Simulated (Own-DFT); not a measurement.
# Which defects push the lattice out? zincblende GaAs

No measurement is shown. These are fixed-geometry runs of a retired plane-wave code named Own-DFT, which no person has reviewed; spin and spin-orbit coupling are neglected.

All runs used: PBE; PseudoDojo norm-conserving scalar-relativistic files; cutoff 42 hartree; 3 x 3 x 3 k mesh centred on Gamma; Fermi-Dirac smearing of 0.1 eV.

Caveats (not all hold for every row): not probed for a lower state with spin; forces not confirmed at this smearing and k mesh; stress not checked against mesh or cutoff.

All runs share one cell, with vectors in Å (11.737, 0.000, 0.000); (0.000, 11.737, 0.000); (0.000, 0.000, 10.919) and a volume of 1504.3 Å³, strained against the parent crystal. The atoms are randomly displaced, by u rms on each axis. The defect's site can differ from row to row.

| cell | formula | u (Å) | P (GPa) |
|---|---|---|---|
| no defect | As32Ga32 | 0.0302 | 0.75 |
| no defect | As32Ga32 | 0.0316 | 0.80 |
| no defect | As32Ga32 | 0.0486 | 0.99 |
| one In on a Ga site | As32Ga31In | 0.0307 | 1.31 |
| one In on a Ga site | As32Ga31In | 0.0495 | 1.61 |
| one In on a Ga site | As32Ga31In | 0.0519 | 1.76 |
| one Al on a Ga site | AlAs32Ga31 | 0.0311 | 0.75 |
| one Al on a Ga site | AlAs32Ga31 | 0.0465 | 0.98 |
| one Al on a Ga site | AlAs32Ga31 | 0.0520 | 1.05 |
| one As vacancy and one Ga vacancy | As31Ga31 | 0.0331 | 0.53 |
| one As vacancy and one Ga vacancy | As31Ga31 | 0.0485 | 0.64 |
| one As vacancy and one Ga vacancy | As31Ga31 | 0.0520 | 0.83 |
| one P on an As site | As31Ga32P | 0.0301 | 0.55 |
| one P on an As site | As31Ga32P | 0.0309 | 0.54 |
| one P on an As site | As31Ga32P | 0.0458 | ? |
| one P on an As site | As31Ga32P | 0.0485 | 0.77 |

## Fit

P = P0 + c u² + a shift for each defect gives P0 = 0.59 GPa, c = 179 ± 18 GPa/Å² and a scatter of 0.05 GPa. The shifts, and each times the cell's volume:

- one In on a Ga site: 0.61 ± 0.04 GPa, 5.7 eV
- one Al on a Ga site: -0.01 ± 0.04 GPa, -0.1 eV (not resolved)
- one P on an As site: -0.22 ± 0.04 GPa, -2.1 eV
- one As vacancy and one Ga vacancy: -0.29 ± 0.04 GPa, -2.7 eV

A positive shift means that the defect pushes the cell outwards. Shift times volume (160.2 GPa Å³ is 1 eV) depends little on the cell's size, so, taken for each site, it can be compared between cells at like pressure. The atoms around the defects weren't relaxed, which would change these numbers.

## Check

Question: what pressure belongs in the blank (one P on an As site, u = 0.0458 Å)?

From the fit: 0.75 ± 0.06 GPa. DFT gave 0.77 GPa.
